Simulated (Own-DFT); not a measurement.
# Which defects push the lattice out? L1_0 TiAl

Calculated, not measured: single-point runs of Own-DFT, a retired in-house plane-wave DFT program that no person has reviewed, on unrelaxed cells, without spin or spin-orbit coupling.

Settings: PBE; PseudoDojo norm-conserving scalar-relativistic files; cutoff 42 hartree; 4 x 4 x 4 k mesh centred on Gamma; cold (Marzari-Vanderbilt) smearing of 0.2 eV.

Limits: forces on such cells failed a check on a denser k mesh; stress not checked against mesh or cutoff.

All runs share one cell, with vectors in Å (5.622, 5.622, 0.000); (-5.622, 5.622, 0.000); (0.000, 0.000, 8.133) and a volume of 514.0 Å³. u is the rms random offset of the atoms per axis. The defect's site can differ from row to row.

```
cell,formula,u (Å),P (GPa)
no defect,Al16Ti16,0.0175,1.15
no defect,Al16Ti16,0.0218,1.18
no defect,Al16Ti16,0.0482,1.70
two Al vacancies,Al14Ti16,0.0267,-0.56
two Al vacancies,Al14Ti16,0.0297,-0.62
two Al vacancies,Al14Ti16,0.0488,-0.13
one Ti vacancy,Al16Ti15,0.0282,0.40
one Ti vacancy,Al16Ti15,0.0287,?
one Ti vacancy,Al16Ti15,0.0293,0.57
one Ti vacancy,Al16Ti15,0.0328,0.50
```

## Analysis

P = P0 + c u² + a shift for each defect gives P0 = 1.06 GPa, c = 276 ± 31 GPa/Å² and a scatter of 0.06 GPa. The shifts, and each times the cell's volume:

- one Ti vacancy: -0.82 ± 0.05 GPa, -2.6 eV
- two Al vacancies: -1.86 ± 0.05 GPa, -6.0 eV (-3.0 eV for each of its 2 sites)

A positive shift means that the defect pushes the cell outwards. Shift times volume (160.2 GPa Å³ is 1 eV) depends little on the cell's size, so, taken for each site, it can be compared between cells at like pressure. The atoms around the defects weren't relaxed, which would change these numbers.

## Check

Q: what pressure belongs in the blank (one Ti vacancy, u = 0.0287 Å)?

From the fit: 0.47 ± 0.07 GPa. Computed: 0.56 GPa.
